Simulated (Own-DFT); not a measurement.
# What a defect does to the pressure of its cell: D0_22 TiAl3

Calculated, not measured: single-point runs of Own-DFT, a retired in-house plane-wave DFT program that no person has reviewed, on unrelaxed cells, without spin or spin-orbit coupling.

All runs used: PBE; PseudoDojo norm-conserving scalar-relativistic files; cutoff 42 hartree; 4 x 4 x 4 k mesh centred on Gamma; cold (Marzari-Vanderbilt) smearing of 0.2 eV.

Caveats: forces on such cells failed a check on a denser k mesh; stress not checked against mesh or cutoff.

All runs share one cell, with vectors in Å (-2.365, -6.981, 4.326); (-7.667, 3.491, 1.442); (-2.950, -3.488, -7.241) and a volume of 625.4 Å³. Atoms were moved at random from their sites; u is the rms move along one axis. The defect's site can differ from row to row.

| cell | formula | u (Å) | P (GPa) |
|---|---|---|---|
| no defect | Al30Ti10 | 0.0209 | 1.99 |
| no defect | Al30Ti10 | 0.0508 | 2.64 |
| no defect | Al30Ti10 | 0.0512 | 2.71 |
| one Ti vacancy | Al30Ti9 | 0.0270 | 1.73 |
| one Ti vacancy | Al30Ti9 | 0.0313 | 1.79 |
| one Ti vacancy | Al30Ti9 | 0.0440 | 2.03 |
| two Al on a Ti site each | Al32Ti8 | 0.0302 | 2.91 |
| two Al on a Ti site each | Al32Ti8 | 0.0489 | 3.41 |
| two Al on a Ti site each | Al32Ti8 | 0.0521 | 3.56 |
| two Al vacancies | Al28Ti10 | 0.0308 | 1.31 |
| two Al vacancies | Al28Ti10 | 0.0441 | 1.65 |
| two Al vacancies | Al28Ti10 | 0.0495 | 1.80 |
| two Ti on an Al site each | Al28Ti12 | 0.0284 | 3.26 |
| two Ti on an Al site each | Al28Ti12 | 0.0327 | 3.26 |
| two Ti on an Al site each | Al28Ti12 | 0.0472 | ? |
| two Ti on an Al site each | Al28Ti12 | 0.0546 | 3.90 |

## Analysis

P = P0 + c u² + a shift for each defect gives P0 = 1.85 GPa, c = 319 ± 12 GPa/Å² and a scatter of 0.04 GPa. The shifts, and each times the cell's volume:

- two Ti on an Al site each: 1.11 ± 0.03 GPa, 4.3 eV (2.2 eV for each of its 2 sites)
- two Al on a Ti site each: 0.80 ± 0.03 GPa, 3.1 eV (1.6 eV for each of its 2 sites)
- one Ti vacancy: -0.39 ± 0.03 GPa, -1.5 eV
- two Al vacancies: -0.83 ± 0.03 GPa, -3.2 eV (-1.6 eV for each of its 2 sites)

Positive is outwards. The product with the volume (160.2 GPa Å³ to the eV) is nearly free of the cell's size; divided by the bulk modulus at the cell's pressure it gives the volume that the defect adds. The atoms around the defects weren't relaxed, which would change these numbers.

## Withheld run

Asked: what pressure belongs in the blank (two Ti on an Al site each, u = 0.0472 Å)?

The fitted form gives 3.67 ± 0.04 GPa. DFT gave 3.75 GPa.
